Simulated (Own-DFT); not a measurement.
# What a defect does to the pressure of its cell: zincblende GaAs

Calculated, not measured: single-point runs of Own-DFT, a retired in-house plane-wave DFT program that no person has reviewed, on unrelaxed cells, without spin or spin-orbit coupling.

All runs used: PBE; PseudoDojo norm-conserving scalar-relativistic files; cutoff 42 hartree; 3 x 3 x 3 k mesh centred on Gamma; Fermi-Dirac smearing of 0.1 eV.

Known weak points (not all hold for every row): not probed for a lower state with spin; forces not confirmed at this smearing and k mesh; stress not checked against mesh or cutoff.

All runs share one cell, with vectors in Å (11.737, 0.000, 0.000); (0.000, 11.737, 0.000); (0.000, 0.000, 10.833) and a volume of 1492.4 Å³, strained against the parent crystal. The atoms are randomly displaced, by u rms on each axis. The defect's site can differ from row to row.

| cell | formula | u (Å) | P (GPa) |
|---|---|---|---|
| no defect | As32Ga32 | 0.0281 | 1.24 |
| no defect | As32Ga32 | 0.0494 | 1.53 |
| no defect | As32Ga32 | 0.0524 | 1.67 |
| one P on an As site | As31Ga32P | 0.0286 | 1.01 |
| one P on an As site | As31Ga32P | 0.0307 | 0.99 |
| one P on an As site | As31Ga32P | 0.0316 | 1.01 |
| one As vacancy and one Ga vacancy | As31Ga31 | 0.0321 | 0.89 |
| one As vacancy and one Ga vacancy | As31Ga31 | 0.0321 | 0.93 |
| one As vacancy and one Ga vacancy | As31Ga31 | 0.0524 | 1.35 |
| one Al on a Ga site | AlAs32Ga31 | 0.0286 | 1.20 |
| one Al on a Ga site | AlAs32Ga31 | 0.0320 | ? |
| one Al on a Ga site | AlAs32Ga31 | 0.0459 | 1.39 |
| one Al on a Ga site | AlAs32Ga31 | 0.0472 | 1.53 |
| one In on a Ga site | As32Ga31In | 0.0490 | 2.11 |
| one In on a Ga site | As32Ga31In | 0.0516 | 2.19 |
| one In on a Ga site | As32Ga31In | 0.0532 | 2.21 |

## Analysis

P = P0 + c u² + a shift for each defect gives P0 = 1.04 GPa, c = 221 ± 18 GPa/Å² and a scatter of 0.04 GPa. The shifts, and each times the cell's volume:

- one In on a Ga site: 0.55 ± 0.04 GPa, 5.1 eV
- one Al on a Ga site: -0.05 ± 0.04 GPa, -0.4 eV (not resolved)
- one P on an As site: -0.24 ± 0.04 GPa, -2.2 eV
- one As vacancy and one Ga vacancy: -0.34 ± 0.04 GPa, -3.2 eV

Against the defect-free cell, a freed cell would be larger where the shift is positive and smaller where it is negative (160.2 GPa Å³ is 1 eV). The atoms around the defects weren't relaxed, which would change these numbers.

## Test on the hidden row

Question: what pressure belongs in the blank (one Al on a Ga site, u = 0.0320 Å)?

From the fit: 1.22 ± 0.05 GPa. DFT gave 1.30 GPa.
